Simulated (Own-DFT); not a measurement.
# Stretching a layer in its plane: grey tin, 32 atoms (Sn32)

No measurement is shown. These are fixed-geometry runs of a retired plane-wave code named Own-DFT, which no person has reviewed; spin and spin-orbit coupling are neglected.

All runs used: PBE; PseudoDojo norm-conserving scalar-relativistic files; cutoff 42 hartree; 3 x 3 x 5 k mesh centred on Gamma; cold (Marzari-Vanderbilt) smearing of 0.2 eV.

Known weak points: forces on such cells failed a check on a denser k mesh; stress not checked against mesh or cutoff.

Unstrained cell vectors in Å: (12.978, 0.000, 0.000); (0.000, 12.978, 0.000); (0.000, 0.000, 6.489). The unstrained cell has measured lattice constants (interpolated for alloys), not those of this functional. That, the random moves and any unrelaxed bonds set the pressure at no strain. Each run strains x and y alike by e, as a substrate would, and holds the height along z. All atoms carry random offsets, Gaussian with a width of 0.05 Å per axis. Stress is positive in tension.

| e (%) | u (Å) | (s_xx + s_yy)/2 (GPa) | s_zz (GPa) |
|---|---|---|---|
| -2.50 | 0.043 | -6.72 | -5.97 |
| -1.50 | 0.053 | -5.52 | -5.16 |
| -1.00 | 0.047 | -4.85 | -4.57 |
| 0.25 | 0.048 | ? | ? |
| 0.75 | 0.047 | -2.76 | -2.97 |
| 1.25 | 0.049 | -2.25 | -2.67 |
| 1.75 | 0.045 | -1.69 | -2.23 |
| 2.25 | 0.048 | -1.25 | -1.90 |
| 2.50 | 0.050 | -1.10 | -1.76 |
| 3.00 | 0.047 | -0.60 | -1.39 |

## What the rows give

With e as a fraction, the in-plane stress is -3.6 + 115 e - 449 e² GPa (errors 1 and 75, scatter 0.06), and s_zz is -3.7 + 86 e - 331 e² GPa (slope ± 1, scatter 0.07). At e = 0 the first slope is C11 + C12 and the second 2 C12, both with the ions held to the strained lattice and at the cell's own pressure. The term in e² is negative: the layer stiffens under compression and softens under tension. A free layer would change its height as e changes, and the in-plane slope would drop by 2 C12²/C11 to the biaxial modulus. At fixed height, a misfit of 1 % moves the in-plane stress by about 1.1 GPa and s_zz by 0.9 GPa.

## Withheld run

Question: what are the two stresses at e = 0.25 %?

From the fit: -3.3 and -3.5 GPa. The calculation gave -3.27 and -3.33 GPa.
